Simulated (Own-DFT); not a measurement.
# How HSE06 shifts the pressure of monoclinic HfO2, 94 atoms (Hf32O62), with two O vacancies

All values are computed. Each geometry was run twice at fixed positions with Own-DFT, a retired in-house plane-wave program that no person has reviewed: with PBE, and with HSE06 (exact exchange share 0.25 at short range, screening 0.11 per bohr, Gygi-Baldereschi treatment of its divergence). Both used PseudoDojo norm-conserving files made for PBE, a cutoff of 48 hartree, the Gamma point alone, fixed occupations, a neutral cell and no spin. With Gamma alone and a thickness of 10.1 Å, finite-size errors remain in every number. The hafnium file keeps the 4f electrons in the core, and its forces lie about 75 meV/Å off all-electron values. The oxygen file's force components were 24 meV/Å off all-electron values in a glass.

Unstrained cell vectors in Å: (10.234, 0.000, 0.000); (0.000, 10.350, 0.000); (-1.695, 0.000, 10.445), volume V0 = 1106.4 Å³, from measured lattice constants. Each geometry has its own random strain of a few per cent, its own defect sites and random moves of rms u per axis. HSE06 gave the energy alone. D is its energy less that of PBE, over the lowest D shown. The PBE stress wasn't checked against mesh or cutoff.

| run | V - V0 (Å³) | u (Å) | P with PBE (GPa) | D (eV) |
|---|---|---|---|---|
| 1 | -5.5 | 0.0549 | 6.89 | 0.612 |
| 2 | -20.5 | 0.0502 | 10.68 | 0.150 |
| 3 | 25.3 | 0.0295 | -1.71 | 1.264 |
| 4 | -17.9 | 0.0289 | 8.10 | 0.000 |
| 5 | 9.5 | 0.0488 | 2.31 | 0.988 |
| 6 | 7.4 | 0.0507 | 4.50 | 0.858 |
| 7 | -7.0 | 0.0502 | 6.57 | 0.542 |
| 8 | 20.8 | 0.0295 | -0.53 | 1.036 |
| 9 | 40.9 | 0.0479 | -2.89 | 1.695 |
| 10 | 3.6 | 0.0513 | 3.64 | 0.955 |
| 11 | 25.8 | 0.0461 | -0.01 | 1.244 |
| 12 | -11.7 | 0.0293 | 6.84 | 0.188 |
| 13 | -10.8 | 0.0508 | 8.20 | ? |

## Worked fit

D = 0.40 + 0.0260 (V - V0) + 122 u² eV, with an error of 0.0011 on the volume slope, 26 on the last term and a scatter of 0.07 eV. Pressure is -dE/dV, and 1 eV/Å³ is 160.2 GPa, so HSE06 changes the pressure by -4.2 ± 0.2 GPa. With the ions held to the strained lattice, the PBE pressure falls by 239 ± 12 GPa per unit of volume strain; the shape of the strain isn't fitted, so the true error is larger, and a relaxed crystal would be softer. On that slope HSE06's volume at a given pressure is about 1.7 % smaller, or 0.6 % in lengths. At u = 0 and V0 the PBE pressure is 3.4 GPa, which puts the zero-pressure volume, against the measured cell and with the defects in, at +1.4 % for PBE and -0.3 % for HSE06, each good to a few tenths of a per cent.

## Test on the hidden row

The question: what D should run 13 give?

The fit gives 0.44 eV, with rows scattering by 0.07. Computed: 0.596 eV.
